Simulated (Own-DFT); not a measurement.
# Computed records: TiO2 (rutile, atoms displaced)

Computed with Own-DFT development build. A calculation, not a measurement: plane-wave PBE density functional theory by an unreviewed code, no spin, of a simulated periodic cell, stress positive in tension, free energy of the whole cell less one offset for each atom, oxygen file: force components 24 meV/angstrom off all-electron in one glass; forces on such cells passed a denser k mesh, this cell's mesh not checked; offsets are fitted by least squares, one for each functional and potential file, so energies compare only between cells with the same atoms and settings and are not formation energies; the far tail of each file's local potential was reset to the Coulomb form; each entry is a single point on an unrelaxed cell, so the pressure reflects the starting lattice, mostly measured values (interpolated for alloys), from which strain is counted, and rises with the displacements; printed positions are rounded, which can move forces by about a meV/angstrom; the program, named Own-DFT, is a retired in-house code; no spin-orbit coupling; before rounding, a Quantum ESPRESSO 7.3.1 run of the same cell and cutoff gave forces within 1 meV/angstrom rms on each cell, which checks the program and not the settings.

Common to all runs: functional PBE; potential files PseudoDojo norm-conserving, scalar-relativistic, standard set; wave cutoff 72 hartree; occupations Fermi-Dirac; smearing width 0.1 eV; k mesh 3 x 3 x 3 centred on Gamma.

(1) TiO2 (rutile, atoms displaced)

```xyz
72
Lattice="9.1874 0.0000 0.0000 0.0000 9.1874 0.0000 0.0000 0.0000 8.8761" Properties=species:S:1:pos:R:3 TiO2
Ti     0.0349     0.1089     0.0169
Ti     2.2912     2.3314     1.5308
O      1.3263     1.4392     0.0049
O      3.3026     3.2144     0.0511
O      3.6585     0.9232     1.4587
O      0.8527     3.7935     1.4753
Ti     0.0655     9.1038     2.8344
Ti     2.3367     2.3082     4.4516
O      1.3868     1.3668     2.9640
O      3.2348     3.1830     2.9902
O      3.6291     0.9069     4.3970
O      0.9947     3.7098     4.4632
Ti     9.1662     0.0816     5.9997
Ti     2.3346     2.3334     7.4361
O      1.3821     1.3849     5.7944
O      3.1165     3.2162     5.8262
O      3.7243     0.8983     7.3953
O      0.8521     3.5977     7.3836
Ti     9.0650     4.6023     0.0226
Ti     2.3503     6.8226     1.5431
O      1.4293     6.0048     0.0518
O      3.2614     7.8250     8.8133
O      3.6910     5.4794     1.5500
O      0.9303     8.2597     1.4731
Ti     0.0021     4.6199     3.0313
Ti     2.3495     6.8478     4.4417
O      1.3901     5.9823     2.9620
O      3.1805     7.7687     2.9484
O      3.7850     5.5490     4.5086
O      0.9665     8.2692     4.4146
Ti     0.0350     4.4988     5.8675
Ti     2.2985     6.9057     7.3186
O      1.4103     6.0815     5.9041
O      3.2342     7.8192     5.9181
O      3.6620     5.5056     7.3250
O      0.8001     8.3265     7.3710
Ti     4.5815     9.1391     0.0677
Ti     6.9034     2.2517     1.3926
O      6.0921     1.3796     8.8590
O      7.7331     3.1726     8.8387
O      8.1983     0.8689     1.4363
O      5.6223     3.7445     1.4087
Ti     4.6471     9.0575     3.0152
Ti     6.8682     2.3481     4.4009
O      5.9724     1.3904     2.9480
O      7.7624     3.2143     2.9168
O      8.3089     0.8943     4.3900
O      5.4408     3.6958     4.4152
Ti     4.6390     9.1785     5.9317
Ti     6.8664     2.2845     7.3964
O      5.9977     1.3941     5.9910
O      7.7810     3.2036     5.9238
O      8.2679     0.8802     7.3550
O      5.4996     3.6622     7.3967
Ti     4.5333     4.5743     8.8635
Ti     6.8534     6.9026     1.5710
O      6.0012     5.9113     8.8195
O      7.8069     7.7790     0.0400
O      8.2376     5.5080     1.5453
O      5.4645     8.3432     1.4021
Ti     4.5470     4.5356     2.9722
Ti     6.8927     6.8040     4.4576
O      6.0081     6.0083     2.9569
O      7.8080     7.7810     2.9382
O      8.2766     5.5307     4.4885
O      5.5387     8.2431     4.4946
Ti     4.6565     4.6213     5.9795
Ti     6.9240     6.8513     7.4446
O      6.0143     5.9968     5.9087
O      7.7508     7.8263     5.8717
O      8.2477     5.4748     7.3564
O      5.4827     8.2264     7.3908
```

Results for TiO2 (rutile, atoms displaced): free energy of cell above offsets -16.847 eV; pressure 5.91 GPa; stress xx -5.87 GPa; stress yy -5.94 GPa; stress zz -5.94 GPa; stress yz 0.06 GPa; stress xz -0.21 GPa; stress xy -0.19 GPa.

Force:
```tsv
element	x (eV/Å)	y (eV/Å)	z (eV/Å)
Ti	-0.867	-1.795	-0.885
Ti	-0.247	-1.22	0.794
O	1.126	0.887	0.007
O	-1.773	-1.107	-0.545
O	-0.082	0.148	0.214
O	0.684	-0.986	0.101
Ti	-0.284	0.36	3.835
Ti	-0.322	-2.027	0.443
O	0.375	1.095	-1.324
O	-0.208	0.383	-1.146
O	1.619	-1.183	-0.171
O	-1.5	1.111	-0.536
Ti	-0.286	-0.909	-3.326
Ti	0.226	-0.7	-1.426
O	0.444	0.462	1.535
O	1.072	0.544	1.944
O	-0.808	1.011	-0.187
O	0.249	0.705	0.194
Ti	0.445	0.864	0.165
Ti	-0.915	0.146	-2.066
O	-0.208	-0.167	-0.616
O	-0.852	-0.782	0.501
O	0.292	-0.153	-0.576
O	0.083	0.326	-0.923
Ti	-0.581	-0.394	-1.621
Ti	-1.092	1.515	0.502
O	0.225	-0.123	0.094
O	0.998	0.41	0.013
O	-0.328	-0.328	-0.948
O	-0.214	-0.133	-0.604
Ti	-0.447	0.148	1.639
Ti	-0.452	0.679	1.491
O	-0.586	-1.19	0.112
O	-0.435	-0.342	0.031
O	0.356	-0.559	0.498
O	1.362	-0.779	0.872
Ti	-1.073	0.775	-1.964
Ti	-0.782	0.412	1.677
O	-1.222	-0.617	-0.316
O	1.469	1.097	0.154
O	1.272	-0.459	0.202
O	-1.659	0.428	0.56
Ti	-0.297	1.777	0.396
Ti	1.095	-1.638	-0.769
O	-0.222	-0.194	0.21
O	0.526	0.236	0.884
O	-0.682	0.566	0.022
O	0.501	-0.266	0.352
Ti	-0.027	0.177	1.157
Ti	-0.151	-0.37	-0.675
O	-0.209	0.031	-1.055
O	0.383	0.389	-0.503
O	-0.362	0.928	1.266
O	-0.757	0.53	-0.017
Ti	1.946	0.991	0.679
Ti	1.058	0.031	-1.611
O	-0.227	0.571	0.463
O	-0.37	-0.219	-0.233
O	0.39	-0.424	-0.466
O	1.029	-1.242	1.899
Ti	1.201	0.13	0.046
Ti	0.72	1.508	1.115
O	-0.87	-0.441	0.046
O	-0.477	-0.221	-0.14
O	1.068	-1.252	-0.289
O	-1.029	0.807	-0.976
Ti	-0.021	0.049	-0.759
Ti	0.296	1.426	0.409
O	-0.564	-0.899	0.137
O	-0.003	-0.533	0.091
O	1.087	-0.597	0.152
O	-0.103	0.599	-0.228
```

(2) TiO2 (rutile, atoms displaced)

```xyz
72
Lattice="9.1874 0.0000 0.0000 0.0000 9.1874 0.0000 0.0000 0.0000 8.8761" Properties=species:S:1:pos:R:3 TiO2
Ti     9.1821     0.0021     0.0450
Ti     2.2896     2.2889     1.5119
O      1.4126     1.4636     8.8581
O      3.1913     3.2081     8.8729
O      3.6719     0.7672     1.5075
O      0.9888     3.6661     1.5779
Ti     9.1655     9.1815     2.9137
Ti     2.2976     2.3314     4.5414
O      1.4453     1.3951     2.9827
O      3.2240     3.2032     2.9847
O      3.7020     0.9850     4.4254
O      0.9173     3.7648     4.3747
Ti     9.1845     0.0359     5.8957
Ti     2.2702     2.2382     7.4164
O      1.3787     1.3720     5.8506
O      3.1765     3.1452     5.9358
O      3.6780     0.9807     7.4061
O      0.9086     3.8594     7.4083
Ti     9.1282     4.6390     0.0632
Ti     2.3249     6.8986     1.4157
O      1.4222     6.0077     8.8427
O      3.2117     7.8091     0.0284
O      3.7283     5.5683     1.5141
O      0.8591     8.3388     1.4670
Ti     9.1464     4.5746     3.0099
Ti     2.3831     6.9016     4.4143
O      1.3398     6.0143     3.0142
O      3.1088     7.8510     2.9928
O      3.6215     5.4651     4.3880
O      0.8371     8.2740     4.4638
Ti     0.0340     4.5333     5.8307
Ti     2.3038     6.8898     7.5057
O      1.3977     5.9394     5.9919
O      3.1746     7.7971     5.9028
O      3.6884     5.4877     7.4602
O      0.8627     8.2130     7.4177
Ti     4.5848     0.0590     8.8521
Ti     6.9412     2.2764     1.4557
O      5.9757     1.3759     0.0044
O      7.8458     3.1941     0.0451
O      8.3268     0.9160     1.4752
O      5.4496     3.7325     1.3543
Ti     4.5566     0.0101     2.9653
Ti     6.9368     2.3557     4.4016
O      5.9613     1.3850     2.9479
O      7.7619     3.2229     2.9304
O      8.2560     0.9141     4.3660
O      5.4550     3.8021     4.4993
Ti     4.5576     9.1215     5.9917
Ti     6.9575     2.3230     7.3316
O      5.9435     1.3272     5.8457
O      7.7700     3.2215     5.9280
O      8.2800     0.9024     7.3954
O      5.4683     3.6772     7.3290
Ti     4.6150     4.5911     0.0008
Ti     6.8633     6.8541     1.4836
O      6.0237     6.0498     0.0417
O      7.8100     7.7891     8.8286
O      8.3235     5.4843     1.4961
O      5.4856     8.2831     1.4420
Ti     4.6182     4.6379     3.0088
Ti     6.9636     6.8587     4.4335
O      5.9675     5.9661     2.9862
O      7.8480     7.7859     2.9997
O      8.2618     5.4040     4.4761
O      5.4591     8.2853     4.4204
Ti     4.5823     4.5249     5.9083
Ti     6.8446     6.8179     7.3658
O      6.0382     5.9913     5.8691
O      7.8504     7.7758     5.9242
O      8.3408     5.5555     7.3728
O      5.5165     8.3088     7.4155
```

Results for TiO2 (rutile, atoms displaced): free energy of cell above offsets -17.030 eV; pressure 6.15 GPa; stress xx -5.9 GPa; stress yy -5.84 GPa; stress zz -6.72 GPa; stress yz 0.74 GPa; stress xz 0.16 GPa; stress xy 0.06 GPa.

Force:
```tsv
element	x (eV/Å)	y (eV/Å)	z (eV/Å)
Ti	-0.261	-1.197	-1.766
Ti	0.443	0.614	1.03
O	-0.767	-0.872	0.073
O	0.108	-0.119	-0.225
O	-0.606	1.254	-0.887
O	-1.249	0.821	-0.602
Ti	1.194	-0.158	1.805
Ti	1.054	-0.96	-2.802
O	-0.582	-0.256	-0.129
O	0.314	0.045	-0.319
O	0.038	-0.645	0.307
O	0.363	-1.116	0.486
Ti	-0.057	-1.794	-0.251
Ti	-0.293	1.517	1.041
O	-0.102	0.475	1.03
O	0.528	1.115	0.333
O	0.31	-0.955	-0.157
O	0.224	-1.896	0.138
Ti	0.984	-0.335	-2.063
Ti	-0.085	-0.674	2.069
O	-0.328	-0.182	1.485
O	-0.228	0.004	-0.009
O	-0.389	0.112	-0.239
O	0.805	-0.685	-0.214
Ti	1.691	1.102	-1.438
Ti	-1.949	-0.182	0.559
O	0.159	0.165	-0.725
O	0.24	-0.296	-0.633
O	0.605	-0.063	0.489
O	0.141	0.456	-0.053
Ti	1.916	1.829	3.069
Ti	-0.672	-0.393	-3.11
O	0.278	0.399	-0.682
O	0.301	0.243	0.493
O	0.325	0.318	-0.867
O	0.104	1.239	-0.026
Ti	0.826	-0.003	1.445
Ti	-1.502	-0.444	-0.212
O	0.624	0.791	0.007
O	-0.53	-0.217	-0.593
O	-0.842	0.724	-0.005
O	1.187	-0.838	1.546
Ti	0.478	0.025	0.972
Ti	-1.13	-2.143	0.063
O	0.895	1.194	-0.068
O	-0.377	-0.177	0.06
O	-0.229	0.806	0.603
O	1.358	-1.418	-0.693
Ti	0.622	0.244	-2.101
Ti	-0.926	-1.382	0.472
O	1.364	1.589	0.536
O	-0.159	-0.509	-0.315
O	-0.253	0.721	-0.013
O	0.562	-0.043	0.456
Ti	-1.194	-0.223	-0.107
Ti	-0.033	1.615	-0.465
O	-0.442	-0.866	-0.406
O	-0.117	0.114	0.868
O	-0.628	0.494	0.221
O	0.524	-0.469	0.307
Ti	-1.383	-0.762	-1.39
Ti	-0.33	1.481	0.736
O	0.952	0.539	-0.309
O	-0.74	-0.611	-0.527
O	-0.74	0.75	-0.574
O	0.198	-0.473	0.344
Ti	-0.884	1.019	1.319
Ti	1.581	0.494	-0.011
O	-0.769	-0.309	0.342
O	-0.955	-0.243	-0.347
O	-0.951	-0.379	0.782
O	-0.612	-0.023	-0.158
```

(3) TiO2 (rutile, atoms displaced)

```xyz
72
Lattice="9.1874 0.0000 0.0000 0.0000 9.1874 0.0000 0.0000 0.0000 8.8761" Properties=species:S:1:pos:R:3 TiO2
Ti     9.1603     9.1729     0.0733
Ti     2.3148     2.2972     1.5486
O      1.4754     1.3949     0.0129
O      3.2196     3.2441     8.8685
O      3.8087     0.9792     1.5243
O      1.0342     3.7430     1.5085
Ti     9.1505     9.1736     3.0137
Ti     2.3351     2.2356     4.4632
O      1.2999     1.3956     2.9224
O      3.1574     3.1627     2.9956
O      3.6896     0.9374     4.4613
O      0.8446     3.5806     4.4491
Ti     9.1487     0.1217     5.8973
Ti     2.2929     2.3631     7.3347
O      1.4657     1.4307     5.9145
O      3.2190     3.1615     5.8718
O      3.6715     0.8670     7.3191
O      0.8279     3.6372     7.3419
Ti     0.0293     4.6453     0.0076
Ti     2.3527     6.7954     1.4933
O      1.4159     6.0029     8.8605
O      3.2466     7.8407     8.8630
O      3.6578     5.5173     1.5100
O      0.8783     8.2758     1.4913
Ti     9.1594     4.6158     2.9704
Ti     2.2859     6.8661     4.4575
O      1.5041     6.0509     3.0179
O      3.1354     7.8337     2.9727
O      3.7290     5.4275     4.4625
O      0.9303     8.2742     4.5042
Ti     0.0150     4.6084     5.9169
Ti     2.3724     7.0266     7.3735
O      1.4204     5.9848     5.9138
O      3.2366     7.7873     5.8588
O      3.6448     5.4591     7.3915
O      0.9073     8.2717     7.3616
Ti     4.6161     9.1622     8.8640
Ti     6.9130     2.1990     1.5201
O      5.9899     1.5062     8.8414
O      7.8608     3.2469     8.8019
O      8.3116     0.8781     1.5054
O      5.5432     3.7164     1.5025
Ti     4.6197     9.1727     2.8940
Ti     6.8669     2.2799     4.3923
O      5.9222     1.4271     2.9345
O      7.7685     3.2137     3.0555
O      8.2823     0.8380     4.4533
O      5.4282     3.6199     4.4109
Ti     4.5626     9.1520     5.9578
Ti     6.9109     2.3485     7.2910
O      5.9407     1.3645     5.9753
O      7.7876     3.2618     5.9368
O      8.2465     0.9741     7.4726
O      5.4645     3.8043     7.3676
Ti     4.5863     4.6847     0.0562
Ti     6.8661     6.9216     1.4526
O      6.0968     5.9359     8.8737
O      7.7748     7.6434     0.0588
O      8.2833     5.4579     1.4455
O      5.4633     8.2655     1.5171
Ti     4.5196     4.6271     2.9315
Ti     6.8477     6.8877     4.5275
O      6.0183     6.0022     2.9252
O      7.7522     7.7913     2.9940
O      8.2342     5.4219     4.4667
O      5.5519     8.3036     4.3905
Ti     4.5216     4.5768     5.8274
Ti     6.8531     6.9192     7.2903
O      5.9778     5.9233     5.9515
O      7.8288     7.8272     5.9274
O      8.3547     5.4710     7.3938
O      5.4986     8.3129     7.3312
```

It finds free energy of cell above offsets -16.426 eV; pressure 6.07 GPa; stress xx -5.99 GPa; stress yy -5.76 GPa; stress zz -6.46 GPa; stress yz 0.47 GPa; stress xz 0.01 GPa; stress xy 0.12 GPa.

Force:
```tsv
element	x (eV/Å)	y (eV/Å)	z (eV/Å)
Ti	1.481	-0.222	-0.945
Ti	-0.638	0.08	-1.809
O	-0.632	-0.493	-0.081
O	-0.109	-0.249	-0.009
O	-0.212	-0.649	-0.861
O	-1.09	0.506	0.394
Ti	1.307	-1.432	-0.693
Ti	-0.429	0.092	-0.974
O	0.671	-0.032	0.285
O	0.846	0.946	-0.066
O	0.449	-0.83	-0.412
O	-0.021	1.106	-0.475
Ti	1.175	-0.838	1.872
Ti	-0.123	0.349	2.581
O	-1.472	-1.167	0.255
O	-0.123	0.369	0.271
O	0.292	-0.204	1.015
O	1.198	-0.26	0.225
Ti	-0.553	-0.973	-0.304
Ti	-1.928	1.816	-0.133
O	0.817	0.722	0.21
O	0.028	-0.246	0.439
O	0.627	-0.3	-0.034
O	-0.136	-0.044	-0.146
Ti	0.313	-0.576	-0.024
Ti	-0.498	0.761	0.197
O	-1.603	-1.556	-0.845
O	0.968	0.235	-0.366
O	-1.099	1.612	-1.273
O	-0.671	0.692	-0.159
Ti	0.476	-0.119	0.212
Ti	-1.132	-1.173	0.18
O	0.353	0.243	-0.073
O	0.105	-0.307	0.424
O	-0.07	0.952	0.056
O	-0.283	0.557	0.306
Ti	-0.207	1.794	-0.045
Ti	-0.594	1.775	-2.633
O	-0.331	-1.118	1.018
O	-0.498	-0.608	1.107
O	-0.799	0.355	-0.057
O	-0.796	0.432	0.316
Ti	-1.43	-0.218	1.672
Ti	-0.964	0.92	1.129
O	1.23	0.125	0.353
O	0.091	-0.552	-0.697
O	-0.932	1.094	-0.066
O	0.492	0.098	-0.159
Ti	0.027	1.553	-1.659
Ti	-0.742	1.167	1.801
O	0.936	0.623	-0.918
O	-0.766	-1.01	-1.15
O	1.076	-1.383	-0.649
O	0.337	-0.756	0.37
Ti	0.954	-2.054	-2.869
Ti	0.439	-1.212	1.014
O	-1.271	0.296	-0.347
O	1.135	2.174	-1.425
O	0.51	-0.106	1.181
O	0.152	0.085	-1.093
Ti	2.145	-1.387	0.386
Ti	0.028	0.021	-2.743
O	-0.953	-0.655	0.936
O	0.566	0.15	0.047
O	0.278	0.786	-0.703
O	-0.238	-0.19	0.42
Ti	1.025	-1.39	3.093
Ti	0.999	-1.084	2.201
O	0.691	1.249	-0.215
O	-0.772	-0.655	0.103
O	-0.736	1.088	-0.27
O	0.637	-0.778	1.309
```

(4) TiO2 (rutile, atoms displaced)

```xyz
72
Lattice="9.1874 0.0000 0.0000 0.0000 9.1874 0.0000 0.0000 0.0000 8.8761" Properties=species:S:1:pos:R:3 TiO2
Ti     0.0292     0.0507     0.0148
Ti     2.3456     2.3547     1.4479
O      1.4162     1.2855     0.0680
O      3.1624     3.1779     8.7868
O      3.6804     0.8553     1.4648
O      0.8671     3.6665     1.4703
Ti     9.1782     0.1196     2.9652
Ti     2.2872     2.3343     4.3536
O      1.3325     1.3449     2.9655
O      3.1788     3.2688     2.9794
O      3.7964     0.9353     4.4182
O      0.8945     3.6585     4.5397
Ti     9.1242     0.0584     5.9670
Ti     2.3065     2.4209     7.4066
O      1.4236     1.3711     5.9299
O      3.1696     3.2658     5.8900
O      3.7964     0.8597     7.2969
O      0.8502     3.6785     7.3629
Ti     9.1701     4.6853     8.8078
Ti     2.3262     6.9735     1.4425
O      1.3947     6.0150     0.0427
O      3.1593     7.7659     0.0637
O      3.7172     5.4493     1.4984
O      0.9631     8.3261     1.4370
Ti     9.1432     4.5886     2.9378
Ti     2.3188     6.9564     4.4340
O      1.5033     5.9971     2.9109
O      3.2430     7.8370     2.9672
O      3.6700     5.4764     4.3626
O      0.8984     8.3312     4.5408
Ti     0.0447     4.6060     5.8750
Ti     2.1768     6.8327     7.4333
O      1.4057     6.0132     5.9549
O      3.1887     7.7953     5.9606
O      3.7524     5.4437     7.3808
O      0.8999     8.3464     7.4506
Ti     4.6071     0.0041     8.8665
Ti     6.9095     2.3044     1.5253
O      5.9124     1.3008     8.8166
O      7.8346     3.1892     8.8210
O      8.2759     0.8750     1.6106
O      5.4791     3.6252     1.4891
Ti     4.4928     9.1233     2.8750
Ti     6.9111     2.2953     4.4256
O      5.9910     1.4662     2.9793
O      7.7235     3.2244     2.9134
O      8.2949     0.9387     4.4609
O      5.5736     3.6583     4.4281
Ti     4.5625     0.0036     5.7845
Ti     6.8296     2.2848     7.4570
O      5.9555     1.4160     5.9693
O      7.7581     3.2985     5.9515
O      8.3536     0.8505     7.3951
O      5.4760     3.6719     7.3812
Ti     4.6314     4.5791     8.8421
Ti     6.8898     6.8562     1.5050
O      5.9685     6.0025     0.0376
O      7.8928     7.7522     8.8683
O      8.2474     5.4224     1.4525
O      5.5240     8.2464     1.3730
Ti     4.5648     4.6085     2.9988
Ti     6.8557     6.8701     4.4144
O      5.9342     5.9928     2.8920
O      7.8546     7.6824     2.8833
O      8.2675     5.4947     4.3929
O      5.4710     8.2374     4.4282
Ti     4.5545     4.6963     5.8942
Ti     6.8583     6.8884     7.3883
O      6.0230     6.0731     5.8482
O      7.7129     7.7823     5.9623
O      8.2240     5.5305     7.3699
O      5.4293     8.2353     7.4197
```

Results for TiO2 (rutile, atoms displaced): free energy of cell above offsets -16.527 eV; pressure 6.68 GPa; stress xx -6.69 GPa; stress yy -6.45 GPa; stress zz -6.89 GPa; stress yz -0.02 GPa; stress xz 0.05 GPa; stress xy -0.61 GPa.

Force:
```tsv
element	x (eV/Å)	y (eV/Å)	z (eV/Å)
Ti	-0.561	-1.513	0.087
Ti	-1.111	-0.41	-0.543
O	1.314	2.314	-0.001
O	0.54	0.486	1.841
O	-0.551	1.024	0.541
O	0.707	-0.276	0.059
Ti	-0.113	-2.661	0.847
Ti	-0.169	-0.961	2.31
O	2.127	1.895	-0.081
O	-0.901	-1.39	-0.431
O	-1.31	0.664	-1.253
O	-0.023	0.103	-1.471
Ti	1.102	-0.716	-0.743
Ti	-0.49	-2.501	-2.758
O	0.351	0.675	-0.302
O	-0.026	-0.248	0.013
O	-1.551	1.07	0.906
O	0.486	0.254	0.531
Ti	-1.154	-0.673	0.322
Ti	-0.633	-0.498	0.865
O	-0.371	-0.771	-0.342
O	0.532	0.142	-1.395
O	-0.148	-0.005	-0.543
O	-0.164	-0.205	0.972
Ti	0.512	0.835	-0.56
Ti	-1.465	0.732	0.433
O	-1.116	-0.469	1.016
O	-0.819	-0.773	0.279
O	0.086	0.378	1.247
O	0.648	-1.083	-0.86
Ti	-1.925	-0.358	0.259
Ti	0.756	2.011	-0.634
O	-0.046	-0.273	-0.421
O	-0.37	-0.804	-0.487
O	-0.977	0.882	0.156
O	0.822	-1.364	-0.405
Ti	-0.194	-0.887	-2.547
Ti	-1.027	0.122	-0.335
O	1.839	1.781	0.633
O	-0.493	-0.473	0.586
O	-0.732	0.66	-1.417
O	-0.108	0.012	-0.618
Ti	2.289	0.887	0.394
Ti	-1.02	0.239	1.605
O	-0.029	-0.829	-0.506
O	1.247	0.439	0.292
O	-0.131	-0.11	-0.208
O	-1.354	1.279	0.229
Ti	0.473	0.016	2.683
Ti	0.154	0.189	-1.4
O	1.065	0.059	-0.633
O	0.141	-0.705	-0.161
O	-1.573	1.597	0.77
O	-0.059	0.3	-0.025
Ti	1.168	0.825	1.368
Ti	0.444	1.097	-0.83
O	-0.399	-0.958	-0.547
O	-0.858	-0.216	0.086
O	0.639	-0.319	0.301
O	-0.469	0.596	1.357
Ti	1.307	-0.044	-1.523
Ti	0.65	1.108	-0.288
O	0.211	-0.09	0.78
O	-0.13	0.574	0.763
O	0.75	-0.48	-0.034
O	0.365	0.025	-1.018
Ti	0.833	-1.084	-0.079
Ti	-0.216	1.634	0.856
O	-1.563	-1.866	0.426
O	0.832	0.65	-0.822
O	1.306	-0.952	0.467
O	0.653	-0.591	-0.059
```
